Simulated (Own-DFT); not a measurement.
# Energy and forces against displacement in a stack of Si and Ge or SiGe layers, 96 atoms (Ge48Si48)

All numbers below are calculated, not measured. They come from Own-DFT, an in-house plane-wave density functional program, since retired, whose code no person has reviewed. Each row is one single-point run on a periodic cell that was not relaxed, without spin or spin-orbit coupling.

Settings of every run: PBE; PseudoDojo norm-conserving scalar-relativistic files; cutoff 42 hartree; 3 x 3 x 2 k mesh centred on Gamma; Fermi-Dirac smearing of 0.1 eV.

Known limits: forces on such cells moved up to 12 meV/angstrom on a denser k mesh; stress not checked against mesh or cutoff.

Cell vectors in Å: (10.862, 0.000, 0.000); (0.000, 10.862, 0.000); (0.000, 0.000, 16.293). In each run every atom was moved at random and independently from its ideal site; u is the rms move along one axis. The random placing of the alloy's atoms differs from row to row. E is the free energy for each atom above the fitted value at u = 0, and F the rms of the force components.

| run | u (Å) | E (meV/atom) | F (eV/Å) | largest force (eV/Å) | P (GPa) |
|---|---|---|---|---|---|
| 1 | 0.0286 | 19.5 | 0.554 | 1.97 | 9.14 |
| 2 | 0.0288 | 19.3 | 0.574 | 1.87 | 9.14 |
| 3 | 0.0299 | 19.8 | 0.560 | 2.14 | 9.14 |
| 4 | 0.0601 | ? | ? | ? | ? |
| 5 | 0.0616 | 84.4 | 1.181 | 4.87 | 9.94 |
| 6 | 0.0959 | 205.7 | 1.961 | 9.90 | 11.36 |
| 7 | 0.1054 | 249.7 | 2.165 | 8.13 | 12.04 |
| 8 | 0.1061 | 277.5 | 2.364 | 10.34 | 12.46 |

## Worked fit

For small independent moves the energy grows as E = (3/2) K u², with K the mean stiffness felt by one atom. The runs with u up to 0.11 Å give K = 15.3 ± 0.4 eV/Å², with residuals divided by u² + 0.0006 Å², since the noise grows with the moves. The scatter is 2.7 meV/atom at u = 0.05 Å. The forces follow F = G u with G = 20.1 eV/Å²; no force at u = 0 is resolved. G exceeds K because the moves of its neighbours add to the force on an atom, and stiffness differs between atoms. The pressure follows P = 8.87 + 294 u² GPa: at fixed volume, shortened bonds push harder than stretched ones pull.

## Withheld run

Question: what energy and rms force should run 4 give?

The fit gives 83 ± 4 meV/atom and about 1.21 eV/Å. The calculation gave 87.8 meV/atom and 1.223 eV/Å.
